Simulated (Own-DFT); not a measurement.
GaN (wurtzite, strained, atoms displaced) (calculated)

A calculation, not a measurement: plane-wave PBE density functional theory by an unreviewed code, no spin, of a simulated periodic cell, stress positive in tension, free energy of the whole cell less one offset for each atom, forces on such cells passed a denser k mesh, this cell's mesh not checked; offsets are fitted by least squares, one for each functional and potential file, so energies compare only between cells with the same atoms and settings and are not formation energies; the far tail of each file's local potential was reset to the Coulomb form; each entry is a single point on an unrelaxed cell, so the pressure reflects the starting lattice, mostly measured values (interpolated for alloys), from which strain is counted, and rises with the displacements; printed positions are rounded, which can move forces by about a meV/angstrom; the program, named Own-DFT, is a retired in-house code; no spin-orbit coupling. Program: Own-DFT development build.

Common to all runs: functional PBE; potential files PseudoDojo norm-conserving, scalar-relativistic, standard set with the stringent files for Ga; wave cutoff 96 hartree; occupations Gaussian; smearing width 0.01 eV; k mesh 3 x 4 x 3 centred on Gamma.

(1) GaN (wurtzite, strained, atoms displaced)

```xyz
96
Lattice="12.7560 0.0000 0.0000 -4.7835 8.2853 0.0000 0.0000 0.0000 10.2404" Properties=species:S:1:pos:R:3 GaN
Ga    -0.0347     1.7431    10.1475
Ga     1.6412     1.0130     2.5066
N     -0.0055     1.7817     1.9872
N      1.7444     0.9833     4.5011
Ga    -0.0434     1.8140     5.0745
Ga     1.6588     0.8183     7.7672
N     -0.0278     1.8534     7.0898
N      1.5955     0.9364     9.5541
Ga    -1.6251     4.5840     0.0258
Ga     0.0694     3.6708     2.5164
N     -1.6680     4.5792     1.9074
N      0.0004     3.6418     4.5473
Ga    -1.5836     4.5878     5.1112
Ga     0.0207     3.6585     7.6035
N     -1.6315     4.5753     7.1317
N     -0.0630     3.7244     9.5632
Ga    -3.2363     7.3703     0.0150
Ga    -1.6295     6.4938     2.4665
N     -3.2212     7.3594     1.9266
N     -1.5755     6.4967     4.4857
Ga    -3.1817     7.3449     5.1513
Ga    -1.5482     6.4730     7.6634
N     -3.2095     7.3966     7.0686
N     -1.6479     6.4366     9.5592
Ga     3.1936     1.8460    10.2347
Ga     4.7892     0.9557     2.6344
N      3.1182     1.7616     1.9701
N      4.7940     0.8103     4.5828
Ga     3.1925     1.7426     5.1161
Ga     4.7778     0.8885     7.6203
N      3.2320     1.8117     7.0932
N      4.7791     0.9645     9.6515
Ga     1.5442     4.5352     0.0736
Ga     3.0802     3.7386     2.5485
N      1.6060     4.6734     1.9329
N      3.2528     3.7255     4.6205
Ga     1.6502     4.6534     5.0963
Ga     3.1999     3.6667     7.6390
N      1.6005     4.5679     7.0227
N      3.1912     3.5853     9.6181
Ga     0.0346     7.4629     0.0357
Ga     1.5738     6.4694     2.5481
N      0.0365     7.3657     1.9803
N      1.6097     6.4605     4.4717
Ga    -0.0663     7.4451     5.1235
Ga     1.6351     6.5141     7.6710
N     -0.0207     7.3738     7.1238
N      1.6402     6.4740     9.6083
Ga     6.3474     1.8589    10.2062
Ga     7.9555     0.9386     2.6710
N      6.3133     1.8343     1.8999
N      8.0318     0.9147     4.5314
Ga     6.4001     1.9184     5.2043
Ga     7.9294     1.0015     7.6957
N      6.3672     1.9102     7.1151
N      7.9816     0.9278     9.6376
Ga     4.7455     4.6859     0.0275
Ga     6.4352     3.6478     2.4988
N      4.7500     4.6260     1.9936
N      6.4832     3.6727     4.5063
Ga     4.7451     4.5775     5.1731
Ga     6.3745     3.6520     7.7826
N      4.7905     4.6538     7.0508
N      6.3310     3.6760     9.6595
Ga     3.1606     7.4804    10.2141
Ga     4.7461     6.4009     2.5505
N      3.1677     7.3887     1.9546
N      4.6656     6.4778     4.5762
Ga     3.2614     7.4357     5.0693
Ga     4.8066     6.4369     7.6995
N      3.2192     7.2885     7.0884
N      4.8793     6.4013     9.5836
Ga     9.5243     1.8500    10.2276
Ga    11.1855     1.0158     2.5385
N      9.6251     1.9631     1.9231
N     11.2770     0.8976     4.5241
Ga     9.5896     1.9200     5.1494
Ga    11.1542     0.8367     7.7804
N      9.5997     1.8963     7.0413
N     11.2157     1.0001     9.6708
Ga     7.8863     4.5874     0.0350
Ga     9.5857     3.6552     2.5643
N      7.9696     4.5761     1.9493
N      9.5856     3.6987     4.4471
Ga     7.9403     4.5726     5.1270
Ga     9.6056     3.5673     7.5911
N      7.9716     4.5956     7.0081
N      9.5847     3.7519     9.5847
Ga     6.3468     7.3196    10.2114
Ga     7.9803     6.3712     2.6038
N      6.3120     7.4805     1.9620
N      7.9989     6.5131     4.4257
Ga     6.3367     7.2264     5.1739
Ga     7.9828     6.4351     7.7143
N      6.4072     7.3892     6.9497
N      7.9432     6.4816     9.6632
```

```
free energy of cell above offsets : -2.369 eV
pressure                          : 10.22 GPa
stress xx                         : -9.12 GPa
stress yy                         : -9.39 GPa
stress zz                         : -12.15 GPa
stress yz                         : -0.7 GPa
stress xz                         : -0.62 GPa
stress xy                         : -2.14 GPa
```

Force:
```csv
element,x (eV/Å),y (eV/Å),z (eV/Å)
Ga,2.64,3.047,1.613
Ga,-2.832,-2.97,2.073
N,1.326,1.743,-1.8
N,-3.752,-1.921,-1.09
Ga,2.502,0.275,1.689
Ga,-0.869,2.199,-2.799
N,0.457,-1.527,-0.202
N,0.154,-0.4,2.821
Ga,0.263,0.752,-1.141
Ga,-1.86,-0.049,0.941
N,1.789,0.813,0.89
N,0.686,1.031,-1.31
Ga,0.239,0.803,0.405
Ga,-0.259,0.41,0.661
N,0.796,0.905,-1.729
N,1.036,-0.955,0.988
Ga,0.969,-0.156,-0.249
Ga,0.427,-0.834,1.017
N,-0.224,0.561,0.104
N,-0.534,-1.085,-0.219
Ga,0.031,0.986,-0.765
Ga,-1.413,-1.401,0.396
N,0.315,-1.439,-0.215
N,0.746,0.825,1.554
Ga,-0.281,-0.806,0.443
Ga,-0.5,-0.688,-0.33
N,3.395,2.78,-1.222
N,1.252,4.681,-1.34
Ga,1.672,2.55,1.505
Ga,0.089,0.728,1.436
N,-0.499,0.04,-0.504
N,0.158,-0.305,-1.014
Ga,0.203,0.666,-2.702
Ga,2.171,-1.293,1.339
N,-0.744,-0.589,0.38
N,-1.362,-1.971,-2.28
Ga,-0.958,-0.38,0.512
Ga,-0.351,0.108,0.37
N,0.262,1.103,0.507
N,-0.084,2.358,0.138
Ga,-0.623,-1.701,-0.558
Ga,0.51,0.516,0.693
N,-1.011,0.817,-0.618
N,-0.227,0.733,0.552
Ga,1.228,-4.279,0.98
Ga,-0.805,-1.834,0.176
N,1.16,-0.055,-1.349
N,-0.474,-0.354,0.624
Ga,0.102,-0.317,0.649
Ga,0.547,0.194,-2.068
N,0.983,-0.086,0.735
N,-0.711,1.78,0.721
Ga,-0.087,-1.224,-0.867
Ga,1.227,-1.419,-0.538
N,-0.145,-1.189,-0.284
N,-0.365,1.374,-0.827
Ga,-0.597,-1.868,0.193
Ga,-1.296,0.264,1.079
N,0.237,-1.214,-0.661
N,-2.456,-0.21,-1.037
Ga,1.764,1.07,-0.566
Ga,-0.07,2.034,-1.324
N,0.521,-1.229,1.084
N,-0.062,0.391,0.381
Ga,0.47,-2.469,0.932
Ga,0.522,1.941,0.843
N,0.234,0.363,-0.422
N,3.048,-2.103,-1.699
Ga,-2.792,-0.696,1.808
Ga,0.276,0.223,-0.856
N,0.174,2.478,-0.638
N,-1.892,1.169,0.231
Ga,1.072,1.427,0.421
Ga,-1.051,-1.353,1.332
N,-1.422,-2.616,-0.236
N,-3.187,-0.941,-0.811
Ga,1.259,-1.279,-0.982
Ga,0.697,1.413,-1.898
N,-0.697,-3.632,0.21
N,-3.684,-2.664,-0.89
Ga,1.822,0.39,-0.734
Ga,-0.276,1.482,0
N,0.073,0.157,-0.218
N,-0.391,0.235,1.046
Ga,1.765,1.509,-0.286
Ga,-0.565,3.887,2.19
N,-0.163,-0.188,1.387
N,-1.825,-1.343,-0.126
Ga,0.713,1.599,1.9
Ga,-0.642,1.718,-1.669
N,0.327,-1.98,-0.501
N,-0.526,-1.364,2.128
Ga,0.541,1.733,-3.078
Ga,0.08,-0.339,-0.456
N,-0.262,-0.674,3.734
N,-0.106,-0.874,-0.703
```

(2) GaN (wurtzite, strained, atoms displaced)

```xyz
96
Lattice="12.7560 0.0000 0.0000 -4.7835 8.2853 0.0000 0.0000 0.0000 10.2404" Properties=species:S:1:pos:R:3 GaN
Ga     0.0198     1.8461     0.0869
Ga     1.6138     0.8692     2.5052
N     -0.0368     1.9324     2.0252
N      1.5922     0.9223     4.4742
Ga     0.0323     1.8568     5.1504
Ga     1.6460     0.9178     7.7103
N     -0.0244     1.8484     7.0943
N      1.6352     0.9480     9.5820
Ga    -1.6392     4.5785    10.2333
Ga     0.1197     3.7482     2.6061
N     -1.6344     4.5987     1.8942
N     -0.0170     3.7021     4.5327
Ga    -1.6752     4.6257     5.0850
Ga     0.0015     3.7551     7.6444
N     -1.7092     4.6446     7.0257
N      0.0389     3.7209     9.6715
Ga    -3.2485     7.3777    10.2114
Ga    -1.4768     6.4232     2.6391
N     -3.2453     7.3484     1.8763
N     -1.5983     6.4318     4.4817
Ga    -3.1437     7.3474     5.1072
Ga    -1.5204     6.4068     7.6431
N     -3.1790     7.4334     7.1099
N     -1.6076     6.3979     9.5220
Ga     3.1530     1.7224     0.0419
Ga     4.8143     0.8981     2.6673
N      3.1508     1.8837     1.9473
N      4.7188     0.8740     4.3994
Ga     3.1656     1.8361     5.1942
Ga     4.7250     0.8861     7.6978
N      3.1867     1.8723     7.0266
N      4.7250     0.9362     9.6321
Ga     1.6283     4.5767     0.0590
Ga     3.1452     3.7426     2.5759
N      1.6013     4.6055     1.8812
N      3.2008     3.7072     4.5283
Ga     1.6375     4.5789     5.0913
Ga     3.1541     3.6845     7.6767
N      1.7043     4.6469     7.0423
N      3.1518     3.6157     9.6264
Ga     0.0218     7.3445    10.2382
Ga     1.5984     6.4435     2.6115
N     -0.0595     7.4430     1.9887
N      1.5697     6.4200     4.3505
Ga     0.0328     7.3192     5.1673
Ga     1.5489     6.4298     7.6564
N     -0.0123     7.4109     6.9688
N      1.5039     6.2945     9.5940
Ga     6.3908     1.7893    10.2369
Ga     8.0065     0.9425     2.6194
N      6.3678     1.7766     1.9550
N      7.9379     0.9647     4.5336
Ga     6.3189     1.7280     5.1595
Ga     7.9176     0.8923     7.6801
N      6.4329     1.8658     7.0363
N      7.9222     0.9286     9.6863
Ga     4.7573     4.5588     0.0219
Ga     6.3944     3.7066     2.5209
N      4.7529     4.6485     1.8513
N      6.4077     3.7094     4.5833
Ga     4.8558     4.6301     5.1470
Ga     6.3675     3.6916     7.6056
N      4.7849     4.5955     7.1077
N      6.3777     3.5842     9.6379
Ga     3.1834     7.3307    10.2178
Ga     4.7800     6.4544     2.5029
N      3.1830     7.3220     1.9636
N      4.8933     6.5130     4.5417
Ga     3.2660     7.2065     5.1890
Ga     4.7107     6.4178     7.6787
N      3.2131     7.3473     7.0141
N      4.7457     6.3821     9.6366
Ga     9.5720     1.9322     0.0406
Ga    11.0875     0.9219     2.5499
N      9.5229     1.9106     1.8481
N     11.0704     0.9155     4.4913
Ga     9.5016     1.8268     5.1977
Ga    11.1388     0.9079     7.6349
N      9.5074     1.8162     6.9962
N     11.1266     0.9490     9.6133
Ga     7.9440     4.6096     0.0002
Ga     9.6400     3.6345     2.5325
N      7.9770     4.6167     1.9317
N      9.5055     3.7219     4.5129
Ga     7.9570     4.5624     5.1606
Ga     9.6424     3.7971     7.6692
N      8.0515     4.6160     7.0445
N      9.5819     3.6503     9.6250
Ga     6.3449     7.3273     0.0310
Ga     7.9158     6.5151     2.6278
N      6.4168     7.3678     1.9241
N      7.9867     6.5020     4.4477
Ga     6.3765     7.3472     5.0895
Ga     7.9381     6.4613     7.6072
N      6.4470     7.4484     7.1240
N      7.9782     6.4986     9.6778
```

```
free energy of cell above offsets : -3.659 eV
pressure                          : 9.74 GPa
stress xx                         : -7.32 GPa
stress yy                         : -6.97 GPa
stress zz                         : -14.94 GPa
stress yz                         : -0.52 GPa
stress xz                         : 0.46 GPa
stress xy                         : -0.02 GPa
```

Force:
```csv
element,x (eV/Å),y (eV/Å),z (eV/Å)
Ga,-0.572,0.29,-1.016
Ga,-0.55,0.625,0.651
N,0.3,-1.24,-0.46
N,0.215,-0.043,0.306
Ga,-0.977,-0.68,-0.485
Ga,-1.189,0.743,-0.561
N,0.754,0.776,-0.333
N,-1.466,-0.715,0.882
Ga,1.105,0.569,-0.138
Ga,-2.279,-0.71,-0.352
N,1.607,0.574,1.141
N,0.177,0.375,0.179
Ga,0.485,-0.776,-0.04
Ga,0.055,-0.94,0.909
N,3.672,0.481,-1.069
N,-0.813,-0.672,-1.077
Ga,1.499,-0.118,-0.086
Ga,-2.281,-0.217,-2.169
N,1.04,-0.065,1.024
N,0.644,0.188,1.225
Ga,-0.91,0.894,0.565
Ga,-1.597,1.222,0.283
N,0.496,-1.461,-1.191
N,0.173,0.699,1.341
Ga,0.57,1.997,0.41
Ga,-0.681,1.388,-4.056
N,0.692,-0.226,0.471
N,0.153,0.115,5.091
Ga,0.018,-0.141,-2.382
Ga,0.791,1.371,0.212
N,0.311,-0.282,1.218
N,1.156,-1.209,-0.587
Ga,-0.192,-1.033,-1.724
Ga,1.14,-1.056,-0.218
N,0.305,1.124,1.938
N,0.838,-0.183,-0.36
Ga,-0.856,0.439,0.33
Ga,1.104,-0.428,1.207
N,-2.111,-0.01,-0.811
N,0.54,0.054,-0.167
Ga,-1.093,-0.146,0.369
Ga,-0.274,0.529,-3.991
N,1.415,-1.435,-1.302
N,0.667,-0.117,5.093
Ga,-0.334,0.363,-2.824
Ga,0.624,0.387,0.559
N,0.638,-0.736,1.926
N,1.135,2.556,-0.294
Ga,-1.215,0.366,0.831
Ga,-0.645,-0.308,-0.589
N,0.18,0.889,0.154
N,0.078,-1.691,-0.188
Ga,0.109,1.194,-1.039
Ga,1.14,0.569,0.657
N,-1.772,-0.843,0.615
N,1.339,-1.202,-1.397
Ga,0.078,-0.887,-1.869
Ga,-0.16,-0.575,0.505
N,0.26,-0.639,2.522
N,-1.015,-1.206,-1.28
Ga,-0.634,-0.222,-0.174
Ga,0.969,-0.138,1.503
N,-0.267,0.224,-0.746
N,-0.11,1.465,-0.841
Ga,-0.655,0.15,0.463
Ga,0.473,0.029,0.657
N,-0.038,0.896,-0.434
N,-2.234,-2.241,-1.444
Ga,-1.121,1.905,-2.342
Ga,1.839,0.391,0.777
N,-1.259,0,1.534
N,0.226,0.496,-0.489
Ga,-0.101,-1.992,-2.171
Ga,0.711,0.62,0.181
N,0.205,-1.604,2.414
N,0.838,0.434,0.128
Ga,0.478,0.52,-2.104
Ga,-0.291,1.733,1.253
N,0.462,0.659,2.889
N,0.296,-0.399,0.44
Ga,0.172,0.062,-0.086
Ga,-1.429,1.578,0.987
N,0.113,0.103,0.429
N,0.851,-1.034,-0.702
Ga,0.447,1.237,-0.951
Ga,-2.541,-3.087,1.329
N,-1.388,0.339,0.685
N,-0.769,1.44,-0.991
Ga,0.179,0.948,-1.154
Ga,1.522,-1.366,-1.962
N,-1.639,0.56,0.376
N,0.044,-0.817,2.286
Ga,2.034,1.885,1.403
Ga,1.221,0.074,1.568
N,-1.891,-2.227,-1.606
N,-1.23,-1.41,-1.668
```
